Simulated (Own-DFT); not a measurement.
# PBE against PBEsol on the same cells

These are calculations, not measurements. They come from Own-DFT, an in-house plane-wave density functional program, since retired, whose code no person has reviewed. Each row is one single-point run on a periodic cell that was not relaxed, without spin or spin-orbit coupling.

Known limits: forces on such cells failed a check on a denser k mesh; stress not checked against mesh or cutoff.

Each cell was run twice at the same cutoff, k mesh and smearing, with PBE and with PBEsol, on PseudoDojo norm-conserving files made for PBE. Atoms were moved at random from their sites; u is the rms move along one axis. Files made for PBEsol would give a somewhat different change.

```
                                       cell  atoms  volume (Å³/atom)  u (Å)  cutoff (hartree)  P with PBE (GPa)  P with PBEsol (GPa)  change (GPa)
C11b WSi2 with one W on a Si site (Si19W11)     30             13.44  0.048                50             11.36                 6.96         -4.40
C11b WSi2 with one W on a Si site (Si19W11)     30             13.44  0.077                50             13.23                 8.83         -4.39
C11b WSi2 with one W on a Si site (Si19W11)     30             13.44  0.072                50             12.61                 8.23         -4.39
   C40 NbSi2 with one Si vacancy (Nb12Si23)     35             15.06  0.078                42              3.75                 0.18         -3.57
   C40 NbSi2 with one Si vacancy (Nb12Si23)     35             15.06  0.031                42              0.99                -2.58         -3.57
   C40 NbSi2 with one Si vacancy (Nb12Si23)     35             15.06  0.073                42              3.22                -0.35         -3.57
                     D0_22 TiAl3 (Al30Ti10)     40             15.63  0.049                42              2.53                 0.63         -1.90
                     D0_22 TiAl3 (Al30Ti10)     40             15.63  0.098                42              4.75                 2.85         -1.91
                     D0_22 TiAl3 (Al30Ti10)     40             15.63  0.018                42              1.96                    ?             ?
                       L1_0 TiAl (Al16Ti16)     32             16.06  0.045                42              1.60                -1.25         -2.84
                       L1_0 TiAl (Al16Ti16)     32             16.36  0.045                42             -0.40                -3.17         -2.76
                       L1_0 TiAl (Al16Ti16)     32             15.98  0.046                42              2.42                -0.44         -2.87
```

## Worked reading

Mean change of pressure by composition, in GPa: Si19W11, -4.40; Nb12Si23, -3.57; AlTi, -2.82; Al3Ti, -1.91. At a fixed cell PBEsol gives the lower pressure, because it favours a smaller volume than PBE. Here the change varies more between materials than between cells of one material.

## Withheld value

Question: what PBEsol pressure should the Al30Ti10 cell with the blank give?

Adding the mean change of the cells with its composition, -1.91 GPa, to 1.96 gives 0.1 GPa. The calculation gave 0.06 GPa.
